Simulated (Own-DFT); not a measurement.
# Response to strain: hexagonal WC, 64 atoms (C32W32)

These are calculations, not measurements. The program, named Own-DFT, is a retired in-house plane-wave density functional code that no person has reviewed. Each row is one single-point run on a periodic cell that was not relaxed, without spin or spin-orbit coupling.

Settings of every run: PBE; PseudoDojo norm-conserving scalar-relativistic files; cutoff 50 hartree; 4 x 4 x 4 k mesh centred on Gamma; cold (Marzari-Vanderbilt) smearing of 0.2 eV.

Known limits: forces on such cells moved up to 12 meV/angstrom on a denser k mesh; stress not checked against mesh or cutoff.

Unstrained cell vectors in Å: (5.833, -5.052, -2.839); (0.000, -5.052, 8.518); (-5.833, -5.052, -2.839). The unstrained cell was taken from the Materials Project. The random moves and any unrelaxed bonds add to the pressure at no strain. Each run strains this cell uniformly, with the atoms carried along. Every atom was also moved at random, by a Gaussian of width 0.05 Å on each axis. Strain is the symmetric tensor, in per cent. Stress is positive in tension, and the pressure is minus a third of its trace.

| run | e_xx (%) | e_yy (%) | e_zz (%) | e_yz (%) | e_xz (%) | e_xy (%) | s_xx (GPa) | s_yy (GPa) | s_zz (GPa) | s_yz (GPa) | s_xz (GPa) | s_xy (GPa) | P (GPa) | E (meV/atom) |
|---|---|---|---|---|---|---|---|---|---|---|---|---|---|---|
| 1 | -1.64 | -1.48 | -1.78 | 0.27 | -1.52 | -0.98 | -26.50 | -26.94 | -33.62 | 1.23 | -10.84 | -6.78 | 29.02 | 67.8 |
| 2 | 0.42 | -0.80 | -1.18 | 0.62 | 0.00 | -0.55 | -7.02 | -15.68 | -22.05 | 3.71 | -0.10 | -4.47 | 14.92 | 50.2 |
| 3 | -0.34 | 0.25 | 0.04 | -1.90 | 1.81 | 1.54 | -10.30 | -5.09 | -8.85 | -12.00 | 12.25 | 8.38 | 8.08 | 49.4 |
| 4 | 1.06 | 0.93 | 1.14 | 1.88 | 0.88 | 1.69 | 4.44 | 4.71 | 5.68 | 9.59 | 5.15 | 7.86 | -4.94 | 14.4 |
| 5 | -0.03 | 0.14 | 0.68 | 0.04 | -1.09 | -0.63 | -3.35 | -3.97 | -0.64 | 0.17 | -6.35 | -3.23 | 2.65 | 0.0 |
| 6 | 0.56 | 1.71 | -1.96 | 0.67 | 0.09 | -0.55 | -2.47 | 3.16 | -23.24 | 4.22 | 0.69 | -2.21 | 7.52 | 38.6 |
| 7 | 1.69 | -0.55 | -0.49 | 0.88 | 0.90 | -1.63 | 3.30 | -8.91 | -11.18 | 5.39 | 5.34 | -7.52 | 5.60 | 38.2 |
| 8 | 1.15 | 0.59 | 1.77 | -1.20 | -0.45 | -1.49 | 6.43 | 2.60 | 11.11 | -6.93 | -2.57 | -6.90 | -6.72 | 19.6 |
| 9 | 1.19 | -1.30 | 1.47 | 0.52 | -0.16 | -1.07 | 1.46 | -10.68 | 4.73 | 3.51 | -0.96 | -5.26 | 1.50 | 31.3 |
| 10 | 1.92 | 0.18 | 1.99 | -1.38 | -1.16 | -0.24 | 9.68 | 2.08 | 12.39 | -7.54 | -5.83 | -0.72 | -8.05 | 43.5 |
| 11 | 1.46 | -1.16 | -0.73 | -0.14 | 1.49 | 0.61 | -0.38 | -14.20 | -16.20 | -1.24 | 8.95 | 3.13 | 10.26 | 44.9 |
| 12 | -0.26 | 1.55 | 1.64 | -0.60 | 1.77 | -0.64 | -2.51 | 6.85 | 8.13 | -2.42 | 10.55 | -3.65 | -4.16 | 31.0 |
| 13 | -0.26 | 0.99 | 0.44 | 0.79 | -0.75 | 1.83 | -4.54 | 0.84 | -1.96 | 4.63 | -4.47 | 8.66 | 1.88 | 6.2 |
| 14 | -0.73 | 1.96 | -0.85 | 1.78 | -1.14 | -0.97 | -11.49 | 5.17 | -15.40 | 9.85 | -6.47 | -4.95 | 7.24 | 44.4 |
| 15 | -0.96 | -1.94 | -0.46 | 0.66 | -1.24 | 1.24 | ? | ? | ? | ? | ? | ? | ? | ? |

E is the free energy for each atom above the lowest run shown.

## Worked fit

Each stress component was fitted by least squares to a constant and the strains of the runs shown, as fractions, with shears doubled. Shear strains stay in the fit of a normal stress only where such slopes are resolved. The slopes, in GPa:

| stress | at no strain | per e_xx | per e_yy | per e_zz | scatter |
|---|---|---|---|---|---|
| s_xx | -7.1 | 734 ± 40 | 212 ± 33 | 190 ± 30 | 1.30 |
| s_yy | -7.2 | 222 ± 23 | 775 ± 19 | 207 ± 18 | 0.77 |
| s_zz | -9.3 | 193 ± 33 | 212 ± 27 | 959 ± 25 | 1.08 |

Each shear stress against twice its own strain: yz 286 ± 9, xz 298 ± 8, xy 248 ± 9 GPa. These are stiffnesses along x, y and z of the frame in which the cell vectors are given, which need not be the crystal's axes. The atoms are held to the strained lattice; where symmetry lets them move under strain, relaxing them would lower some slopes. The table should be nearly symmetric about its diagonal, and what it lacks of that shows the noise. A ninth of its sum, 412 ± 11 GPa, estimates the bulk modulus near the mean pressure of these runs, 4.6 GPa, so it lies above the value at zero pressure.

## Withheld run

Question: what normal stresses and pressure should run 15 give?

The fit gives s_xx = -19.1, s_yy = -25.3, s_zz = -19.6 and P = 21.3 GPa. The calculation gave -19.28, -25.33, -19.75 and P = 21.45 GPa.
